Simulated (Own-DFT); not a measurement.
# What random displacements cost in 3C SiC, 64 atoms (C32Si32)

Calculated results; nothing here was measured. They come from Own-DFT, an in-house plane-wave density functional program, since retired, whose code no person has reviewed. Each row is one single-point run on a periodic cell that was not relaxed, without spin or spin-orbit coupling.

Settings of every run: PBE; PseudoDojo norm-conserving scalar-relativistic files; cutoff 42 hartree; 4 x 4 x 4 k mesh centred on Gamma; Fermi-Dirac smearing of 0.1 eV.

Known limits, some of them of some rows only: some atoms lie very close together; forces on such cells passed a denser k mesh, each cell not checked; stress not checked against mesh or cutoff.

Cell vectors in Å: (8.719, 0.000, 0.000); (0.000, 8.719, 0.000); (0.000, 0.000, 8.719). In each run every atom was moved at random and independently from its ideal site; u is the rms move along one axis. E is the free energy for each atom above the fitted value at u = 0, and F the rms of the force components.

```
run,u (Å),E (meV/atom),F (eV/Å),largest force (eV/Å),P (GPa)
1,0.0277,30.2,0.852,2.77,3.81
2,0.0289,30.3,0.859,3.64,3.78
3,0.0554,119.0,1.799,8.77,6.06
4,0.0568,118.3,1.661,5.22,5.82
5,0.0639,?,?,?,?
6,0.0896,320.1,3.044,15.84,10.37
7,0.0959,312.3,2.980,15.61,10.91
8,0.1005,405.0,3.329,11.83,13.60
9,0.1578,898.5,5.315,25.60,23.13
```

## Worked fit

For small independent moves the energy grows as E = (3/2) K u², with K the mean stiffness felt by one atom. The runs with u up to 0.11 Å give K = 25.3 ± 0.9 eV/Å², with residuals divided by u² + 0.0006 Å², since the noise grows with the moves. The scatter is 6.9 meV/atom at u = 0.05 Å. The forces follow F = G u with G = 31.5 eV/Å²; no force at u = 0 is resolved. G exceeds K because the moves of its neighbours add to the force on an atom, and stiffness differs between atoms. At u = 0.158 Å the parabola gives 944 meV/atom and the run 899. The pressure follows P = 2.95 + 958 u² GPa: at fixed volume, shortened bonds push harder than stretched ones pull.

## Withheld run

Question: what energy and rms force should run 5 give?

The fit gives 155 ± 12 meV/atom and about 2.01 eV/Å. The calculation gave 143.6 meV/atom and 1.826 eV/Å.
